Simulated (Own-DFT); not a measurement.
# Point defects and the pressure they add: zincblende GaAs

No measurement is shown. These are fixed-geometry runs of a retired plane-wave code named Own-DFT, which no person has reviewed; spin and spin-orbit coupling are neglected.

Method: PBE; PseudoDojo norm-conserving scalar-relativistic files; cutoff 42 hartree; 3 x 3 x 3 k mesh centred on Gamma; Fermi-Dirac smearing of 0.1 eV.

Keep in mind (not all hold for every row): not probed for a lower state with spin; forces not confirmed at this smearing and k mesh; stress not checked against mesh or cutoff.

All runs share one cell, with vectors in Å (10.862, 0.000, 0.000); (0.000, 10.862, 0.000); (0.000, 0.000, 11.796) and a volume of 1391.7 Å³, strained against the parent crystal. u is the rms random offset of the atoms per axis. The defect's site can differ from row to row.

```
                             cell     formula   u (Å)  P (GPa)
                        no defect    As32Ga32  0.0297     6.67
                        no defect    As32Ga32  0.0491     7.02
                        no defect    As32Ga32  0.0504     7.11
              one In on a Ga site  As32Ga31In  0.0274     7.45
              one In on a Ga site  As32Ga31In  0.0290     7.38
              one In on a Ga site  As32Ga31In  0.0292     7.42
              one Al on a Ga site  AlAs32Ga31  0.0311     6.66
              one Al on a Ga site  AlAs32Ga31  0.0321     6.70
              one Al on a Ga site  AlAs32Ga31  0.0504     7.06
one As vacancy and one Ga vacancy    As31Ga31  0.0290     5.94
one As vacancy and one Ga vacancy    As31Ga31  0.0311     5.92
one As vacancy and one Ga vacancy    As31Ga31  0.0495     6.35
              one P on an As site   As31Ga32P  0.0299     6.38
              one P on an As site   As31Ga32P  0.0310     6.38
              one P on an As site   As31Ga32P  0.0491     6.80
              one P on an As site   As31Ga32P  0.0516        ?
```

## What the rows give

P = P0 + c u² + a shift for each defect gives P0 = 6.42 GPa, c = 261 ± 13 GPa/Å² and a scatter of 0.03 GPa. The shifts, and each times the cell's volume:

- one In on a Ga site: 0.78 ± 0.03 GPa, 6.8 eV
- one Al on a Ga site: -0.02 ± 0.03 GPa, -0.1 eV (not resolved)
- one P on an As site: -0.28 ± 0.03 GPa, -2.4 eV
- one As vacancy and one Ga vacancy: -0.72 ± 0.03 GPa, -6.3 eV

Against the defect-free cell, a freed cell would be larger where the shift is positive and smaller where it is negative (160.2 GPa Å³ is 1 eV). The atoms around the defects weren't relaxed, which would change these numbers.

## The run left out

Asked: what pressure belongs in the blank (one P on an As site, u = 0.0516 Å)?

The fit gives 6.84 ± 0.04 GPa. Computed: 6.83 GPa.
